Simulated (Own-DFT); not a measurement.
# Strain and stress in hcp Ru, 36 atoms (Ru36)

These are calculations, not measurements. The program, named Own-DFT, is a retired in-house plane-wave density functional code that no person has reviewed. Each row is one single-point run on a periodic cell that was not relaxed, without spin or spin-orbit coupling.

Settings of every run: PBE; PseudoDojo norm-conserving scalar-relativistic files; cutoff 50 hartree; 5 x 5 x 4 k mesh centred on Gamma; cold (Marzari-Vanderbilt) smearing of 0.2 eV.

Known limits: forces on such cells failed a check on a denser k mesh; stress not checked against mesh or cutoff.

Unstrained cell vectors in Å: (8.118, 0.000, 0.000); (-4.059, 7.030, 0.000); (0.000, 0.000, 8.563). The unstrained cell has measured lattice constants (interpolated for alloys), not those of this functional. That, the random moves and any unrelaxed bonds set the pressure at no strain. Each run strains this cell uniformly, with the atoms carried along. Every atom was also moved at random, by a Gaussian of width 0.05 Å on each axis. Strain is the symmetric tensor, in per cent. Stress is positive in tension, and the pressure is minus a third of its trace.

| run | e_xx (%) | e_yy (%) | e_zz (%) | e_yz (%) | e_xz (%) | e_xy (%) | s_xx (GPa) | s_yy (GPa) | s_zz (GPa) | s_yz (GPa) | s_xz (GPa) | s_xy (GPa) | P (GPa) | E (meV/atom) |
|---|---|---|---|---|---|---|---|---|---|---|---|---|---|---|
| 1 | 0.50 | -0.77 | -1.75 | 0.76 | -1.80 | 0.24 | -10.05 | -15.43 | -21.18 | 3.29 | -7.43 | 1.41 | 15.55 | 24.1 |
| 2 | 0.03 | -0.90 | 1.71 | 0.15 | 1.62 | 0.04 | -6.73 | -9.75 | 0.58 | 0.40 | 5.81 | 0.04 | 5.30 | 9.5 |
| 3 | -0.28 | -1.76 | -1.21 | -0.96 | 0.06 | -1.94 | -15.99 | -22.59 | -19.69 | -4.21 | 0.77 | -8.31 | 19.42 | 25.8 |
| 4 | -0.43 | -0.19 | 0.80 | 1.45 | 0.81 | 1.54 | -10.32 | -7.93 | -4.10 | 5.35 | 2.73 | 5.99 | 7.45 | 12.5 |
| 5 | 0.08 | -1.46 | -1.54 | -1.12 | -0.36 | -1.99 | -14.10 | -21.13 | -21.54 | -4.74 | -1.56 | -9.13 | 18.92 | 39.3 |
| 6 | -1.23 | -1.94 | -1.21 | 1.11 | -1.66 | 1.80 | -23.12 | -27.51 | -24.74 | 4.95 | -7.28 | 7.84 | 25.12 | 71.7 |
| 7 | 0.18 | -0.27 | 1.16 | -0.13 | 1.05 | 1.72 | -5.34 | -7.18 | -1.75 | -0.74 | 3.45 | 6.41 | 4.76 | 11.2 |
| 8 | 0.56 | 0.24 | -0.88 | -0.93 | -0.48 | 0.40 | -5.18 | -7.01 | -12.85 | -3.51 | -1.86 | 1.21 | 8.35 | 4.3 |
| 9 | -0.96 | -1.45 | -1.43 | 1.02 | 0.51 | 0.57 | -20.78 | -23.05 | -25.32 | 5.07 | 1.90 | 2.63 | 23.05 | 58.4 |
| 10 | -0.53 | 0.60 | 1.99 | -0.69 | -1.10 | -1.63 | -6.75 | -2.38 | 5.18 | -2.51 | -3.64 | -6.53 | 1.32 | 6.2 |
| 11 | 0.90 | -0.26 | -1.35 | 1.22 | -1.36 | 0.12 | -6.34 | -11.02 | -15.88 | 4.86 | -5.47 | 1.11 | 11.08 | 21.9 |
| 12 | -0.28 | -0.82 | 0.13 | 1.17 | -1.59 | -0.31 | -11.26 | -13.12 | -10.16 | 4.29 | -6.37 | -1.55 | 11.51 | 17.2 |
| 13 | -0.83 | 0.22 | -0.60 | -1.46 | -0.13 | -1.13 | -13.11 | -9.37 | -12.60 | -6.30 | -0.72 | -5.16 | 11.69 | 0.0 |
| 14 | 1.35 | 0.11 | 1.71 | -1.99 | 0.84 | -1.14 | 2.54 | -2.37 | 4.53 | -6.69 | 2.73 | -3.95 | -1.56 | 10.6 |
| 15 | -1.58 | 0.49 | 1.01 | 1.37 | 1.48 | 1.33 | -15.28 | -6.67 | -4.41 | 4.89 | 5.48 | 5.34 | 8.79 | 24.1 |
| 16 | 0.00 | 1.51 | -0.76 | -0.04 | -0.89 | -0.18 | ? | ? | ? | ? | ? | ? | ? | ? |

E is the free energy for each atom above the lowest run shown.

## Worked fit

Each stress component was fitted by least squares to a constant and the strains of the runs shown, as fractions, with shears doubled. Shear strains stay in the fit of a normal stress only where such slopes are resolved. The slopes, in GPa:

```
stress  at no strain  per e_xx  per e_yy  per e_zz  scatter
  s_xx          -8.2  611 ± 19  248 ± 23  174 ± 14     0.57
  s_yy          -8.3  218 ± 28  661 ± 33  200 ± 20     0.82
  s_zz          -8.6  205 ± 33  257 ± 40  646 ± 24     0.99
```

Each shear stress against twice its own strain: yz 189 ± 12, xz 195 ± 5, xy 206 ± 9 GPa. These are stiffnesses along x, y and z of the frame in which the cell vectors are given, which need not be the crystal's axes. The atoms are held to the strained lattice; where symmetry lets them move under strain, relaxing them would lower some slopes. The table should be nearly symmetric about its diagonal, and what it lacks of that shows the noise. A ninth of its sum, 358 ± 8 GPa, estimates the bulk modulus near the mean pressure of these runs, 11.4 GPa, so it lies above the value at zero pressure.

## Withheld run

Question: what normal stresses and pressure should run 16 give?

The fit gives s_xx = -5.8, s_yy = 0.2, s_zz = -9.5 and P = 5.0 GPa. The calculation gave -5.91, 0.12, -9.60 and P = 5.13 GPa.
